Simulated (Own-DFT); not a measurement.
Simulation results for Si3N4 (beta silicon nitride, strained, atoms displaced)

Computed with Own-DFT development build. A calculation, not a measurement: plane-wave PBE density functional theory by an unreviewed code, no spin, of a simulated periodic cell, stress positive in tension, free energy of the whole cell less one offset for each atom, forces on such cells moved up to 12 meV/angstrom on a denser k mesh; offsets are fitted by least squares, one for each functional and potential file, so energies compare only between cells with the same atoms and settings and are not formation energies; the far tail of each file's local potential was reset to the Coulomb form; each entry is a single point on an unrelaxed cell, so the pressure reflects the starting lattice, mostly measured values (interpolated for alloys), from which strain is counted, and rises with the displacements; printed positions are rounded, which can move forces by about a meV/angstrom; the program, named Own-DFT, is a retired in-house code; no spin-orbit coupling; before rounding, a Quantum ESPRESSO 7.3.1 run of the same cell and cutoff gave forces within 1 meV/angstrom rms on each cell, which checks the program and not the settings.

Common to all runs: functional PBE; potential files PseudoDojo norm-conserving, scalar-relativistic, standard set; wave cutoff 42 hartree; occupations Fermi-Dirac; smearing width 0.1 eV; k mesh 2 x 2 x 4 centred on Gamma.

(1) Si3N4 (beta silicon nitride, strained, atoms displaced)

```cif
# cell vector a (Å): 15.0348 0.2445 -0.2381
# cell vector b (Å): -7.3057 13.2543 -0.1366
# cell vector c (Å): -0.0911 -0.1129 5.7870
data_Si3N4
_symmetry_space_group_name_H-M 'P 1'
_symmetry_Int_Tables_number 1
_cell_length_a 15.0387
_cell_length_b 15.1350
_cell_length_c 5.7888
_cell_angle_alpha 91.060
_cell_angle_beta 91.827
_cell_angle_gamma 117.917
_cell_volume 1162.83
loop_
_atom_site_label
_atom_site_type_symbol
_atom_site_fract_x
_atom_site_fract_y
_atom_site_fract_z
_atom_site_occupancy
Si1 Si 0.08689 0.38727 0.12581 1
Si2 Si 0.11235 0.19743 0.11443 1
Si3 Si 0.29677 0.41686 0.11035 1
Si4 Si 0.41906 0.12089 0.35968 1
Si5 Si 0.38618 0.29615 0.39585 1
Si6 Si 0.20675 0.08587 0.38174 1
N1 N 0.16795 0.01270 0.11766 1
N2 N 0.48166 0.14998 0.11809 1
N3 N 0.35320 0.33686 0.12508 1
N4 N 0.32654 0.48256 0.37115 1
N5 N 0.01319 0.34771 0.36812 1
N6 N 0.14391 0.16346 0.38754 1
N7 N 0.16865 0.33436 0.13012 1
N8 N 0.33075 0.16459 0.36830 1
Si7 Si 0.09056 0.38966 0.61783 1
Si8 Si 0.11409 0.19895 0.64521 1
Si9 Si 0.29510 0.40955 0.64002 1
Si10 Si 0.41510 0.11683 0.87916 1
Si11 Si 0.38805 0.29272 0.88598 1
Si12 Si 0.20560 0.09294 0.88629 1
N9 N 0.16693 0.01862 0.62274 1
N10 N 0.48278 0.15416 0.64063 1
N11 N 0.35025 0.33320 0.61654 1
N12 N 0.33535 0.48842 0.88709 1
N13 N 0.01561 0.34750 0.87207 1
N14 N 0.15404 0.17146 0.86722 1
N15 N 0.16337 0.33221 0.64817 1
N16 N 0.33729 0.17109 0.87193 1
Si13 Si 0.08913 0.88645 0.10496 1
Si14 Si 0.12061 0.69713 0.13732 1
Si15 Si 0.29798 0.91218 0.11074 1
Si16 Si 0.41405 0.61709 0.35935 1
Si17 Si 0.37827 0.80090 0.36118 1
Si18 Si 0.19916 0.58795 0.37339 1
N17 N 0.17183 0.51827 0.12198 1
N18 N 0.47818 0.64634 0.10678 1
N19 N 0.34902 0.83503 0.11435 1
N20 N 0.33526 0.98233 0.37693 1
N21 N 0.01371 0.84627 0.37622 1
N22 N 0.15766 0.67157 0.38607 1
N23 N 0.16108 0.82942 0.11601 1
N24 N 0.33945 0.66134 0.36460 1
Si19 Si 0.08201 0.88663 0.63465 1
Si20 Si 0.11812 0.70710 0.61718 1
Si21 Si 0.29620 0.91592 0.62266 1
Si22 Si 0.41551 0.62087 0.86953 1
Si23 Si 0.38444 0.79809 0.86794 1
Si24 Si 0.19880 0.58822 0.86359 1
N25 N 0.16997 0.51931 0.60959 1
N26 N 0.48298 0.64889 0.62010 1
N27 N 0.35368 0.83344 0.61686 1
N28 N 0.33346 0.98011 0.88769 1
N29 N 0.01192 0.84791 0.85491 1
N30 N 0.15394 0.66768 0.89291 1
N31 N 0.16793 0.82744 0.63531 1
N32 N 0.33220 0.66657 0.88489 1
Si25 Si 0.58899 0.39207 0.12559 1
Si26 Si 0.61832 0.19590 0.12080 1
Si27 Si 0.79877 0.41538 0.11583 1
Si28 Si 0.91881 0.11829 0.36608 1
Si29 Si 0.88127 0.29591 0.37798 1
Si30 Si 0.70189 0.08864 0.38364 1
N33 N 0.66458 0.01177 0.13585 1
N34 N 0.98625 0.15132 0.11980 1
N35 N 0.84764 0.32988 0.11190 1
N36 N 0.83328 0.48803 0.37679 1
N37 N 0.50968 0.34459 0.37434 1
N38 N 0.64855 0.16729 0.37684 1
N39 N 0.66472 0.33611 0.11280 1
N40 N 0.83545 0.16187 0.38347 1
Si31 Si 0.58353 0.38236 0.61854 1
Si32 Si 0.61916 0.20852 0.63772 1
Si33 Si 0.79820 0.41201 0.62568 1
Si34 Si 0.91528 0.11693 0.87482 1
Si35 Si 0.88728 0.30575 0.87465 1
Si36 Si 0.70306 0.08160 0.88917 1
N41 N 0.66408 0.01604 0.62521 1
N42 N 0.98051 0.14995 0.64100 1
N43 N 0.85935 0.33988 0.63348 1
N44 N 0.82813 0.47901 0.87628 1
N45 N 0.51730 0.34447 0.86577 1
N46 N 0.64403 0.16575 0.87638 1
N47 N 0.66859 0.33276 0.61508 1
N48 N 0.83370 0.16649 0.87150 1
Si37 Si 0.58499 0.88162 0.12813 1
Si38 Si 0.61787 0.70921 0.13983 1
Si39 Si 0.80287 0.91541 0.11849 1
Si40 Si 0.91327 0.61728 0.36899 1
Si41 Si 0.88433 0.79045 0.36996 1
Si42 Si 0.70702 0.58947 0.37648 1
N49 N 0.66957 0.50882 0.12700 1
N50 N 0.98449 0.64864 0.11925 1
N51 N 0.84195 0.82566 0.13339 1
N52 N 0.83556 0.98649 0.37812 1
N53 N 0.51282 0.84459 0.38038 1
N54 N 0.65078 0.66673 0.36754 1
N55 N 0.66515 0.83508 0.11995 1
N56 N 0.83596 0.66853 0.38337 1
Si43 Si 0.58877 0.88570 0.62866 1
Si44 Si 0.60686 0.70541 0.62415 1
Si45 Si 0.79713 0.91025 0.62776 1
Si46 Si 0.91503 0.61812 0.86243 1
Si47 Si 0.89307 0.79700 0.87432 1
Si48 Si 0.69993 0.58564 0.88392 1
N57 N 0.66660 0.52209 0.62760 1
N58 N 0.98296 0.65402 0.61963 1
N59 N 0.84993 0.83522 0.61304 1
N60 N 0.83595 0.98710 0.87470 1
N61 N 0.51966 0.85573 0.86622 1
N62 N 0.64917 0.66858 0.87907 1
N63 N 0.66545 0.82587 0.61969 1
N64 N 0.83501 0.67274 0.87161 1
```

* free energy of cell above offsets: -4.572 eV
* pressure: 9.13 GPa
* stress xx: -11.06 GPa
* stress yy: -1.96 GPa
* stress zz: -14.36 GPa
* stress yz: -3.98 GPa
* stress xz: -3.52 GPa
* stress xy: 5.86 GPa

Force:
| element | x (eV/Å) | y (eV/Å) | z (eV/Å) |
| --- | --- | --- | --- |
| Si | 1.704 | -0.277 | -0.189 |
| Si | 0.294 | 3.991 | 3.648 |
| Si | 0.254 | -2.117 | 3.734 |
| Si | -1.525 | -2.159 | 3.507 |
| Si | -1.783 | -1.044 | -5.348 |
| Si | -1.973 | 0.705 | -0.711 |
| N | -0.705 | 1.366 | 0.128 |
| N | 3.719 | 1.134 | 2.424 |
| N | 0.5 | -0.554 | 0.129 |
| N | 1.22 | 0.782 | 1.696 |
| N | -0.401 | 0.695 | 0.068 |
| N | 1.623 | -1.19 | -1.719 |
| N | -0.723 | -1.382 | -0.23 |
| N | 1.064 | 0.703 | 0.054 |
| Si | -0.508 | -1.335 | 1.116 |
| Si | -4.596 | 3.309 | -6.446 |
| Si | -0.963 | 1.402 | -2.828 |
| Si | -1.819 | -2.093 | -2.49 |
| Si | -1.794 | 3.728 | -0.803 |
| Si | 1.971 | -0.836 | -1.473 |
| N | -0.032 | -1.821 | 2.007 |
| N | 1.831 | 0.176 | -2.811 |
| N | -0.919 | 0.278 | 4.676 |
| N | 0.271 | 0.761 | -3.251 |
| N | -0.424 | 1.357 | -0.868 |
| N | 3.2 | -2.613 | 5.449 |
| N | 1.489 | -0.215 | -0.631 |
| N | -1.06 | -3.909 | 0.31 |
| Si | -0.558 | -1.301 | 3.356 |
| Si | -4.736 | 3.054 | -1.698 |
| Si | -2.865 | -1.42 | 3.714 |
| Si | 2.783 | -4.117 | 0.296 |
| Si | 5.097 | -3.601 | 1.485 |
| Si | 5.898 | 0.064 | -1.187 |
| N | -1.899 | -1.054 | -1.117 |
| N | 4.864 | 2.641 | 4.93 |
| N | -0.104 | -0.017 | -1.006 |
| N | 0.09 | 1.561 | -0.933 |
| N | 0.828 | 1.077 | -1.999 |
| N | -0.04 | -0.337 | 0.12 |
| N | 2.657 | -0.051 | 0.484 |
| N | -9.183 | 4.131 | 0.499 |
| Si | 3.668 | 0.981 | -4.48 |
| Si | -1.277 | -1.932 | 3.818 |
| Si | 0.686 | -1.733 | -0.06 |
| Si | -2.096 | -2.643 | -3.154 |
| Si | 2.049 | -1.602 | -0.382 |
| Si | 4.048 | -0.611 | 2.063 |
| N | -1.311 | -1.579 | 1.399 |
| N | -0.755 | -0.531 | 0.061 |
| N | -3.039 | 1.587 | 0.479 |
| N | 0.104 | 3.799 | -3.563 |
| N | 2.387 | 1.778 | 3.023 |
| N | -1.374 | 0.262 | -3.558 |
| N | -1.929 | 4.804 | -0.362 |
| N | -1.363 | 1.124 | -1.291 |
| Si | -0.145 | -5.131 | -0.11 |
| Si | -4.534 | 4.668 | 1.91 |
| Si | -1.993 | -2.037 | 2.192 |
| Si | -0.329 | -2.121 | 2.07 |
| Si | 1.966 | -1.552 | -1.163 |
| Si | 2.232 | -0.686 | 0.196 |
| N | -0.689 | 0.865 | -0.592 |
| N | 0.552 | -0.38 | 1.161 |
| N | -2.114 | 1.462 | 3.683 |
| N | 0.874 | -0.825 | 0.067 |
| N | 2.333 | 1.561 | -1.357 |
| N | 0.957 | -0.614 | 1.656 |
| N | 2.165 | -1.757 | 0.83 |
| N | -3.277 | 2.399 | -0.577 |
| Si | 1.641 | 1.775 | 1.1 |
| Si | -2.199 | -0.749 | -2.082 |
| Si | -1.227 | 0.29 | -1.768 |
| Si | -2.797 | -1.006 | -0.396 |
| Si | 4.118 | -4.473 | 0.432 |
| Si | 0.559 | 1.744 | -0.831 |
| N | -0.087 | -0.631 | 0.518 |
| N | 3.193 | 0.886 | -2.428 |
| N | -2.691 | 0.932 | -3.594 |
| N | 0.907 | 4.067 | -1.112 |
| N | -0.851 | 0.92 | 0.67 |
| N | 4.43 | -2.785 | -0.831 |
| N | -0.189 | 1.329 | -0.015 |
| N | -1.72 | 0.71 | 0.58 |
| Si | -0.958 | 0.748 | 1.07 |
| Si | -0.903 | -1.034 | -3.872 |
| Si | -1.865 | -0.778 | 1.422 |
| Si | 0.519 | -1.227 | -1.165 |
| Si | -1.503 | 2.868 | 1.088 |
| Si | -0.809 | -0.065 | 0.758 |
| N | -0.386 | 5.164 | 0.056 |
| N | 1.375 | -0.063 | 1.174 |
| N | 1.505 | 0.841 | -2.873 |
| N | 0.528 | -0.034 | -0.404 |
| N | -0.684 | 0.727 | -1.927 |
| N | 0.171 | -0.776 | 2.585 |
| N | 2.164 | 0.607 | 0.261 |
| N | -0.847 | -2.259 | -0.653 |
| Si | 0.437 | -0.043 | -1.26 |
| Si | 4.467 | -3.043 | 0.806 |
| Si | -0.934 | 0.597 | -1.757 |
| Si | -1.311 | -1.512 | 1.071 |
| Si | -7.664 | -0.609 | -0.35 |
| Si | -0.144 | 2.497 | -0.15 |
| N | 0.064 | -3.104 | -1.254 |
| N | 2.87 | 0.345 | 0.611 |
| N | 2.288 | -1.135 | 1.641 |
| N | 0.249 | -0.733 | 0.486 |
| N | -2.116 | -1.109 | 1.275 |
| N | -0.03 | -0.598 | 0.459 |
| N | -0.953 | 5.168 | 0.192 |
| N | 0.842 | -3.472 | 0.412 |

(2) Si3N4 (beta silicon nitride, strained, atoms displaced)

```cif
# cell vector a (Å): 15.3091 -0.0200 -0.2991
# cell vector b (Å): -7.6718 13.0459 -0.0252
# cell vector c (Å): -0.1144 -0.0772 5.7054
data_Si3N4
_symmetry_space_group_name_H-M 'P 1'
_symmetry_Int_Tables_number 1
_cell_length_a 15.3120
_cell_length_b 15.1345
_cell_length_c 5.7071
_cell_angle_alpha 90.181
_cell_angle_beta 92.267
_cell_angle_gamma 120.524
_cell_volume 1137.96
loop_
_atom_site_label
_atom_site_type_symbol
_atom_site_fract_x
_atom_site_fract_y
_atom_site_fract_z
_atom_site_occupancy
Si1 Si 0.08451 0.38462 0.11978 1
Si2 Si 0.11810 0.20084 0.12228 1
Si3 Si 0.30492 0.41987 0.11825 1
Si4 Si 0.40625 0.10909 0.37907 1
Si5 Si 0.38886 0.29860 0.38485 1
Si6 Si 0.20134 0.08190 0.38455 1
N1 N 0.16641 0.01775 0.12797 1
N2 N 0.49551 0.15661 0.12643 1
N3 N 0.34877 0.33765 0.12063 1
N4 N 0.33231 0.48516 0.37733 1
N5 N 0.01175 0.35395 0.36138 1
N6 N 0.15505 0.17405 0.36942 1
N7 N 0.17380 0.33350 0.12714 1
N8 N 0.32628 0.16457 0.37113 1
Si7 Si 0.09021 0.38126 0.61908 1
Si8 Si 0.11569 0.19936 0.61821 1
Si9 Si 0.29640 0.41663 0.62486 1
Si10 Si 0.40944 0.10982 0.87009 1
Si11 Si 0.38210 0.29926 0.87334 1
Si12 Si 0.20268 0.08427 0.89884 1
N9 N 0.17450 0.01705 0.61998 1
N10 N 0.48353 0.15170 0.61309 1
N11 N 0.35049 0.33469 0.61685 1
N12 N 0.33047 0.48843 0.86088 1
N13 N 0.01168 0.35160 0.86409 1
N14 N 0.14695 0.16538 0.88658 1
N15 N 0.16799 0.33560 0.63750 1
N16 N 0.32707 0.15961 0.88941 1
Si13 Si 0.08212 0.88063 0.14195 1
Si14 Si 0.11480 0.70486 0.14344 1
Si15 Si 0.29054 0.91099 0.11227 1
Si16 Si 0.41454 0.61385 0.37313 1
Si17 Si 0.38507 0.79580 0.36361 1
Si18 Si 0.20063 0.58534 0.35914 1
N17 N 0.17469 0.51579 0.12563 1
N18 N 0.48344 0.65267 0.14354 1
N19 N 0.34570 0.83398 0.11435 1
N20 N 0.33216 0.98362 0.37970 1
N21 N 0.02184 0.85309 0.37891 1
N22 N 0.15351 0.66747 0.38639 1
N23 N 0.17347 0.84033 0.13225 1
N24 N 0.33139 0.66787 0.37043 1
Si19 Si 0.08303 0.88249 0.61993 1
Si20 Si 0.11028 0.70416 0.63493 1
Si21 Si 0.29377 0.91209 0.61798 1
Si22 Si 0.40988 0.61500 0.85708 1
Si23 Si 0.38114 0.79577 0.87358 1
Si24 Si 0.20185 0.58270 0.86295 1
N25 N 0.16936 0.51835 0.62695 1
N26 N 0.47661 0.64491 0.63678 1
N27 N 0.34954 0.83219 0.61305 1
N28 N 0.32644 0.98124 0.86854 1
N29 N 0.01809 0.84736 0.87587 1
N30 N 0.14939 0.66509 0.85928 1
N31 N 0.16214 0.83667 0.61555 1
N32 N 0.33409 0.66680 0.87388 1
Si25 Si 0.58746 0.37928 0.12821 1
Si26 Si 0.61689 0.20656 0.11649 1
Si27 Si 0.79728 0.41724 0.11767 1
Si28 Si 0.92120 0.11800 0.38462 1
Si29 Si 0.88568 0.29346 0.37999 1
Si30 Si 0.70187 0.08783 0.38652 1
N33 N 0.66555 0.01995 0.10740 1
N34 N 0.98296 0.14971 0.11722 1
N35 N 0.85508 0.33270 0.11225 1
N36 N 0.83249 0.48414 0.36890 1
N37 N 0.51657 0.34560 0.36178 1
N38 N 0.64942 0.16972 0.36277 1
N39 N 0.66415 0.33289 0.12345 1
N40 N 0.82795 0.15928 0.37003 1
Si31 Si 0.58108 0.38310 0.63493 1
Si32 Si 0.61305 0.20623 0.61725 1
Si33 Si 0.79886 0.41692 0.61534 1
Si34 Si 0.90884 0.11643 0.86893 1
Si35 Si 0.88489 0.29867 0.87789 1
Si36 Si 0.70785 0.09683 0.88687 1
N41 N 0.66893 0.01249 0.62574 1
N42 N 0.98765 0.15175 0.62555 1
N43 N 0.85044 0.33250 0.62531 1
N44 N 0.83048 0.48180 0.87767 1
N45 N 0.51113 0.35015 0.87489 1
N46 N 0.64794 0.16506 0.87157 1
N47 N 0.66270 0.33563 0.63084 1
N48 N 0.83673 0.15986 0.87130 1
Si37 Si 0.58161 0.88235 0.12728 1
Si38 Si 0.61763 0.69929 0.13097 1
Si39 Si 0.80135 0.91444 0.13081 1
Si40 Si 0.91310 0.61410 0.37622 1
Si41 Si 0.88637 0.80234 0.36261 1
Si42 Si 0.69660 0.58214 0.36662 1
N49 N 0.66868 0.51714 0.12494 1
N50 N 0.98634 0.65264 0.12821 1
N51 N 0.85090 0.83747 0.12835 1
N52 N 0.82481 0.97821 0.36519 1
N53 N 0.50860 0.84455 0.38732 1
N54 N 0.64876 0.66268 0.37220 1
N55 N 0.67095 0.83183 0.12573 1
N56 N 0.83027 0.66437 0.37417 1
Si43 Si 0.58891 0.89118 0.61975 1
Si44 Si 0.61490 0.69884 0.62199 1
Si45 Si 0.79645 0.90228 0.62941 1
Si46 Si 0.91293 0.61754 0.88743 1
Si47 Si 0.87648 0.79734 0.89255 1
Si48 Si 0.69900 0.58396 0.88462 1
N57 N 0.65914 0.51175 0.63218 1
N58 N 0.98890 0.64793 0.62700 1
N59 N 0.84750 0.83321 0.64099 1
N60 N 0.83321 0.98105 0.85786 1
N61 N 0.51100 0.85022 0.86507 1
N62 N 0.65511 0.67109 0.88380 1
N63 N 0.66764 0.83517 0.63514 1
N64 N 0.83279 0.66205 0.86908 1
```

- free energy of cell above offsets: -2.560 eV
- pressure: 15.75 GPa
- stress xx: -9.45 GPa
- stress yy: -12.42 GPa
- stress zz: -25.38 GPa
- stress yz: -4.11 GPa
- stress xz: -4.75 GPa
- stress xy: -2.15 GPa

Force:
| element | x (eV/Å) | y (eV/Å) | z (eV/Å) |
| --- | --- | --- | --- |
| Si | 2.964 | -0.789 | -0.201 |
| Si | -3.758 | 2.748 | 0.491 |
| Si | -2.365 | -1.844 | 0.008 |
| Si | -0.341 | 3.105 | -3.188 |
| Si | -1.341 | -1.295 | -3.298 |
| Si | -1.237 | 3.877 | -1.195 |
| N | -0.967 | -4.727 | 2.399 |
| N | -6.124 | -3.526 | -0.459 |
| N | 2.028 | -0.236 | 0.51 |
| N | 0.622 | 0.491 | -0.379 |
| N | 2.389 | 0.373 | 1.209 |
| N | 2.285 | -3.215 | 2.606 |
| N | -2.956 | 0.839 | -0.157 |
| N | 3.057 | 1.176 | 0.402 |
| Si | -2.287 | 1.569 | 0.473 |
| Si | 0.153 | 1.983 | 1.77 |
| Si | 0.515 | -2.623 | -2.35 |
| Si | 0.319 | 2.653 | 0.901 |
| Si | 0.156 | -2.264 | 1.138 |
| Si | -1.44 | 2.053 | -4.752 |
| N | -1.936 | -2.648 | 3.67 |
| N | -0.061 | -0.259 | 3.18 |
| N | -1.344 | 1.373 | 1.052 |
| N | 0.843 | -0.214 | 3.017 |
| N | 2.022 | 0.57 | -0.622 |
| N | 3.179 | -2.416 | -3.813 |
| N | 0.953 | -1.92 | -0.664 |
| N | 2.378 | 3.156 | -0.625 |
| Si | 4.159 | 2.394 | -4.577 |
| Si | 2.787 | 0.529 | -2.606 |
| Si | 4.825 | 1.886 | 1.318 |
| Si | -3.96 | 0.784 | 0.679 |
| Si | -2.97 | -0.561 | 0.865 |
| Si | 0.931 | 2.894 | 4.384 |
| N | -1.284 | -2.34 | -3.184 |
| N | 2.453 | 0.106 | -3.829 |
| N | -0.142 | 0.7 | 0.456 |
| N | 0.048 | -0.596 | -2.179 |
| N | -6.673 | -2.881 | -2.223 |
| N | -1.376 | -0.223 | -0.486 |
| N | -5.927 | -4.627 | 0.375 |
| N | 1.478 | -1.74 | -0.161 |
| Si | 3.143 | 2.802 | 5.784 |
| Si | 4.049 | 1.947 | -2.104 |
| Si | 1.094 | -2.865 | -0.453 |
| Si | -2.034 | 1.39 | 5.874 |
| Si | 0.201 | 0.015 | -1.561 |
| Si | -0.076 | 4.362 | 3.95 |
| N | -0.266 | -4.254 | -4.911 |
| N | 5.793 | 2.34 | -3.343 |
| N | -2.151 | 1.565 | 0.39 |
| N | 0.675 | 1.239 | 0.589 |
| N | -3.003 | -0.755 | 0.3 |
| N | 0.66 | -0.705 | 4.943 |
| N | 1.546 | -1.624 | 0.393 |
| N | -0.798 | -0.585 | 0.03 |
| Si | -1.144 | 0.992 | -1.117 |
| Si | 1.784 | -0.703 | -0.202 |
| Si | 0.95 | -4.766 | 0.223 |
| Si | -4.334 | -2.647 | -4.879 |
| Si | -1.786 | -1.026 | -1.286 |
| Si | -0.878 | -0.523 | -2.151 |
| N | -0.572 | -2.736 | 4.142 |
| N | 1.606 | 0.508 | 2.18 |
| N | -4.097 | 2.004 | 3.84 |
| N | 0.37 | 1.224 | 0.584 |
| N | -1.4 | 0.16 | 2.106 |
| N | 1.905 | -1.019 | 2.957 |
| N | 2.554 | 2.112 | -0.2 |
| N | 2.582 | 2.42 | 0.616 |
| Si | 1.445 | -0.659 | -1.277 |
| Si | 1.117 | -0.575 | -0.364 |
| Si | -0.39 | -3.636 | 1.293 |
| Si | 5.124 | -3.447 | -0.201 |
| Si | 1.784 | -2.285 | -2.355 |
| Si | 0.526 | -1.928 | -2.539 |
| N | -0.715 | 4.271 | 0.394 |
| N | 0.891 | 0.492 | 2.456 |
| N | -2.05 | 1.334 | -1.306 |
| N | 0.6 | 3.206 | -1.683 |
| N | 0.179 | -0.058 | 0.295 |
| N | 0.004 | 0.836 | -1.102 |
| N | 1.352 | 0.855 | -0.356 |
| N | -6.449 | 4.745 | -0.017 |
| Si | 2.134 | 0.478 | -0.643 |
| Si | -4.3 | 2.796 | -1.362 |
| Si | -3.383 | -0.524 | -5.102 |
| Si | -1.234 | 1.39 | 0.18 |
| Si | 1.566 | -3.186 | 5.232 |
| Si | 1.452 | 1.943 | 4.49 |
| N | -0.457 | -4.137 | -0.793 |
| N | 0.076 | 0.06 | 2.125 |
| N | -0.349 | 0.531 | 0.228 |
| N | 1.918 | 3.871 | 5.255 |
| N | 2.584 | 1.754 | -3.368 |
| N | 1.236 | -1.257 | 2.433 |
| N | -1.964 | -0.258 | 0.243 |
| N | 0.688 | 1.31 | -0.21 |
| Si | 0.892 | -3.83 | 2.743 |
| Si | -2.568 | 2.228 | 1.199 |
| Si | -5.012 | 3.558 | -2.5 |
| Si | 0.162 | -0.865 | -3.333 |
| Si | 5.044 | -2.583 | -3.343 |
| Si | 0.972 | 2.059 | -2.146 |
| N | -0.211 | 1.28 | -1.515 |
| N | -4.923 | -2.069 | 0.972 |
| N | 3.615 | -1.931 | -3.452 |
| N | 0.851 | 1.721 | 3.283 |
| N | 0.952 | 0.335 | 0.644 |
| N | 1.484 | -2.007 | -1.065 |
| N | -0.937 | -2.658 | -0.84 |
| N | -2.128 | 1.651 | 0.755 |
